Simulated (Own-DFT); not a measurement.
SiC (2H silicon carbide, strained, atoms displaced) (calculated)

All values are calculated (Own-DFT development build). A calculation, not a measurement: plane-wave PBE density functional theory by an unreviewed code, no spin, of a simulated periodic cell, stress positive in tension, free energy of the whole cell less one offset for each atom, forces on such cells passed a denser k mesh, this cell's mesh not checked; offsets are fitted by least squares, one for each functional and potential file, so energies compare only between cells with the same atoms and settings and are not formation energies; the far tail of each file's local potential was reset to the Coulomb form; each entry is a single point on an unrelaxed cell, so the pressure reflects the starting lattice, mostly measured values (interpolated for alloys), from which strain is counted, and rises with the displacements; printed positions are rounded, which can move forces by about a meV/angstrom; the program, named Own-DFT, is a retired in-house code; no spin-orbit coupling.

## SiC (2H silicon carbide, strained, atoms displaced)

```xyz
72
Lattice="9.0662 0.0302 -0.0091 -4.5069 7.8654 -0.1164 -0.0099 -0.1521 9.8726" Properties=species:S:1:pos:R:3 SiC
Si    -4.4382     7.8410    -0.0514
Si     0.0014     1.7125     2.3841
C      4.5597     7.7430     1.6260
C      0.1314     1.7171     4.2520
Si    -0.0030    -0.0598     4.8717
Si     0.0267     1.6021     7.3318
C      4.5535     7.7663     6.6798
C     -0.0895     1.6797     9.2404
Si    -1.4667     2.4302     9.7642
Si    -1.5591     4.2619     2.4645
C      7.5665     2.5308     1.7366
C     -1.4996     4.3054     4.2644
Si    -1.4095     2.5029     4.8331
Si    -1.5070     4.2660     7.3608
C      7.4715     2.5461     6.7178
C     -1.4902     4.2284     9.1945
Si    -2.9355     5.0676     9.7849
Si    -3.0257     6.9847     2.3132
C     -2.9680     5.2653     1.7774
C     -3.0086     6.9068     4.2191
Si    -3.0112     5.2109     4.8574
Si    -3.0358     6.9053     7.3008
C      6.0353     5.1575     6.6940
C     -3.0014     6.8243     9.2524
Si     2.9864     0.1095     0.0268
Si     2.9510     1.7340     2.4202
C      3.1022     0.0152     1.9062
C      3.0789     1.7510     4.2404
Si    -1.4200     7.7434     4.8306
Si     3.0089     1.6705     7.4037
C     -1.5036     7.7407     6.6180
C      3.0177     1.5752     9.2180
Si     1.5479     2.4161     9.8194
Si     1.5938     4.3403     2.3750
C      1.4978     2.6260     1.8664
C      1.5289     4.3147     4.3186
Si     1.6148     2.5772     4.9189
Si     1.5484     4.2198     7.2356
C      1.4681     2.5660     6.8366
C      1.5352     4.2741     9.2087
Si     0.0340     5.1424     9.7628
Si     0.0531     6.9804     2.3009
C     -0.0078     5.2293     1.7982
C      0.1432     6.9737     4.1828
Si     0.0183     5.2511     4.7413
Si    -0.0204     6.9453     7.3533
C      0.0314     5.1504     6.6836
C      0.0095     6.8498     9.1116
Si     5.9945     0.0361     0.0187
Si     6.0484     1.8174     2.4200
C      1.5504     7.7931     1.6761
C      6.0745     1.7536     4.2422
Si     1.5730     7.7435     4.8007
Si     6.0502     1.6210     7.3200
C      1.6073     7.7660     6.6817
C      6.0886     1.6271     9.2142
Si     4.5556     2.5637     0.0351
Si     4.5315     4.3523     2.3901
C      4.4995     2.5636     1.8232
C      4.5113     4.2886     4.3201
Si     4.4267     2.5624     4.8687
Si     4.5216     4.2504     7.3519
C      4.5360     2.6240     6.7976
C      4.4910     4.1862     9.2216
Si     3.0726     5.1631     9.7267
Si     3.0904     7.0234     2.3506
C      3.0275     5.1669     1.8167
C      3.0638     6.8971     4.1531
Si     3.0238     5.1256     4.9591
Si     2.9636     6.8764     7.3378
C      3.0396     5.1604     6.7118
C      2.9736     6.8765     9.0973
```

```
functional                        : PBE
potential files                   : PseudoDojo norm-conserving, scalar-relativistic, standard set
wave cutoff                       : 42 hartree
occupations                       : Fermi-Dirac
smearing width                    : 0.1 eV
hardware                          : one NVIDIA H100
k mesh                            : 4 x 4 x 3 centred on Gamma
free energy of cell above offsets : -2.897 eV
pressure                          : 19.3 GPa
stress xx                         : -19.96 GPa
stress yy                         : -16.75 GPa
stress zz                         : -21.2 GPa
stress yz                         : -5.08 GPa
stress xz                         : -0.19 GPa
stress xy                         : 2.38 GPa
wall time                         : 334.6 s
```

Force:
```csv
element,x (eV/Å),y (eV/Å),z (eV/Å)
Si,-2.95,0.991,-4.699
Si,0.328,-0.769,0.439
C,0.086,2.793,3.924
C,-1.021,-1.246,0.045
Si,0.068,-0.224,1.338
Si,-2.454,0.9,1.062
C,-0.922,0.047,-0.882
C,5.842,-3.913,-1.413
Si,-3.531,2.858,1.63
Si,1.516,1.285,-2.03
C,-0.241,1.67,0.707
C,0.126,-0.16,0.27
Si,-1.799,1.333,1.364
Si,0.332,0.096,-1.44
C,2.66,-0.234,-0.364
C,0.882,-0.608,-0.068
Si,-2.259,-0.377,0.596
Si,2.195,-0.651,1.399
C,-0.819,-2.109,0.143
C,0.904,1.026,-0.965
Si,-0.57,-1.869,0.297
Si,0.655,-1.292,0.504
C,0.098,0.652,1.032
C,0.865,0.619,-2.186
Si,1.179,-3.49,0.312
Si,1.701,0.147,0.719
C,-2.563,-0.094,-1.212
C,-2.491,-3.143,0.679
Si,-0.732,1.259,-1.871
Si,0.608,-0.237,-1.299
C,-0.04,1.344,1.832
C,0.45,0.926,0.232
Si,-1.891,2.949,0.284
Si,-2.498,0.964,1.365
C,-0.162,-1.344,-2.072
C,0.129,-0.218,-1.345
Si,-1.309,0.09,0.121
Si,-1.205,3.868,3.003
C,1.44,-3.312,-2.399
C,0.395,-1.418,-1.012
Si,-0.291,-1.125,0.889
Si,0.654,-0.688,1.083
C,0.171,-1.049,-0.209
C,-2.812,-0.601,-0.712
Si,-0.013,-1.447,2.156
Si,1.318,-1.602,-2.494
C,-0.615,0.601,-0.213
C,-1.062,1.462,2.097
Si,1.146,-0.134,-1.564
Si,-0.346,-2.908,-0.013
C,0.36,1.766,1.511
C,-0.32,-1.245,1.142
Si,1.596,2.775,0.272
Si,-0.57,1.163,0.875
C,-2.987,0.097,-1.246
C,-1.526,-0.578,-0.177
Si,0.326,1.564,-2.137
Si,0.576,0.228,0.713
C,0.178,0.949,0.416
C,0.811,0.873,-1.474
Si,5.079,1.103,1.632
Si,0.826,2.552,0.852
C,-0.953,-4.332,-1.719
C,2.069,0.328,-0.188
Si,-1.421,-0.922,1.728
Si,-1.827,-2.529,-0.67
C,1.399,2.459,-1.863
C,0.524,0.399,1.554
Si,0.604,1.554,-2.958
Si,2.476,0.1,-1.059
C,-0.026,-0.432,1.419
C,1.655,0.51,2.319
```
